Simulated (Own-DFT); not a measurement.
# Response to strain: wurtzite GaN, 96 atoms (Ga48N48)

All numbers below are calculated, not measured. They come from Own-DFT, an in-house plane-wave density functional program, since retired, whose code no person has reviewed. Each row is one single-point run on a periodic cell that was not relaxed, without spin or spin-orbit coupling.

Settings of every run: PBE; PseudoDojo norm-conserving scalar-relativistic files (stringent for Ga); cutoff 96 hartree; 3 x 4 x 3 k mesh centred on Gamma; Gaussian smearing of 0.01 eV.

Known limits: forces on such cells passed a denser k mesh, each cell not checked; stress not checked against mesh or cutoff.

Unstrained cell vectors in Å: (12.756, 0.000, 0.000); (-4.784, 8.285, 0.000); (0.000, 0.000, 10.370). The unstrained cell has measured lattice constants (interpolated for alloys), not those of this functional. That, the random moves and any unrelaxed bonds set the pressure at no strain. Each run strains this cell uniformly, with the atoms carried along. Every atom was also moved at random, by a Gaussian of width 0.05 Å on each axis. Strain is the symmetric tensor, in per cent. Stress is positive in tension, and the pressure is minus a third of its trace.

```
run  e_xx (%)  e_yy (%)  e_zz (%)  e_yz (%)  e_xz (%)  e_xy (%)  s_xx (GPa)  s_yy (GPa)  s_zz (GPa)  s_yz (GPa)  s_xz (GPa)  s_xy (GPa)  P (GPa)  E (meV/atom)
  1     -1.68      1.77      1.45      0.01      0.47      0.78      -11.54       -1.60       -1.08       -0.41        1.03        2.57     4.74          11.4
  2      1.57      1.12     -0.94      1.58      0.50     -0.21        0.26       -1.82      -10.46        2.51        0.52       -0.86     4.01          11.3
  3     -0.30     -0.37      0.74      1.04      1.60      1.31       -9.60       -8.03       -4.98        1.53        3.69        5.22     7.53          18.9
  4      0.24      0.96     -0.79      0.20     -0.85     -1.66       -4.74       -4.64       -9.88       -0.09       -1.69       -5.15     6.42           1.5
  5     -0.47      0.71     -0.31     -0.18      1.52     -1.48       -9.22       -6.41       -7.30       -0.85        3.46       -4.56     7.64          13.3
  6     -0.72     -1.20      0.24     -1.37      0.73      0.76      -12.22      -11.72       -8.26       -3.43        1.57        3.21    10.74          15.6
  7      0.57      0.24     -0.08     -1.70      0.94     -1.94       -4.52       -5.58       -8.86       -4.05        1.79       -5.18     6.32          18.6
  8     -0.50     -1.93     -1.65      1.48     -1.83      1.18      -13.11      -16.68      -20.16        3.50       -4.95        5.46    16.65          52.4
  9      1.28     -1.83      1.03      1.87      0.72     -0.41       -2.54      -12.88       -3.79        4.49        0.76        0.49     6.40          14.4
 10     -1.67     -1.64      1.07     -1.00     -1.22      0.65      -14.99      -16.89       -5.00       -2.40       -1.80        2.74    12.29          34.3
 11     -1.12     -1.94     -0.40      1.74      0.42      0.95      -16.27      -16.82      -11.74        4.26        0.27        5.52    14.94          36.0
 12     -0.32     -1.52     -1.93     -1.62      1.48     -0.15      -12.31      -17.82      -17.59       -3.82        3.42        0.27    15.90          54.7
 13     -0.29      1.42     -0.84     -1.65      0.99     -1.73       -7.07       -1.98      -10.45       -3.53        1.81       -4.96     6.50           5.8
 14     -0.92     -0.53      1.25     -0.80     -1.83     -0.04      -11.46       -8.44       -3.49       -1.43       -4.29        0.08     7.79          11.5
 15      1.20     -0.97      1.24      0.27     -0.31      0.98       -1.62      -10.61       -1.31        1.36       -0.63        1.93     4.51           0.0
 16      0.67     -0.97     -0.06      0.11     -0.67      0.33           ?           ?           ?           ?           ?           ?        ?             ?
```

E is the free energy for each atom above the lowest run shown.

## Worked fit

Each stress component was fitted by least squares to a constant and the strains of the runs shown, as fractions, with shears doubled. Shear strains stay in the fit of a normal stress only where such slopes are resolved. The slopes, in GPa:

| stress | at no strain | per e_xx | per e_yy | per e_zz | scatter |
|---|---|---|---|---|---|
| s_xx | -7.3 | 462 ± 19 | 128 ± 14 | 84 ± 17 | 0.70 |
| s_yy | -7.7 | 111 ± 33 | 415 ± 25 | 86 ± 30 | 1.21 |
| s_zz | -7.8 | 69 ± 29 | 98 ± 22 | 478 ± 27 | 1.10 |

Each shear stress against twice its own strain: yz 110 ± 6, xz 111 ± 6, xy 136 ± 11 GPa. These are stiffnesses along x, y and z of the frame in which the cell vectors are given, which need not be the crystal's axes. The atoms are held to the strained lattice; where symmetry lets them move under strain, relaxing them would lower some slopes. The table should be nearly symmetric about its diagonal, and what it lacks of that shows the noise. A ninth of its sum, 215 ± 4 GPa, estimates the bulk modulus near the mean pressure of these runs, 8.8 GPa, so it lies above the value at zero pressure.

## Withheld run

Question: what normal stresses and pressure should run 16 give?

The fit gives s_xx = -5.5, s_yy = -11.0, s_zz = -8.6 and P = 8.3 GPa. The calculation gave -4.25, -9.30, -10.02 and P = 7.86 GPa.
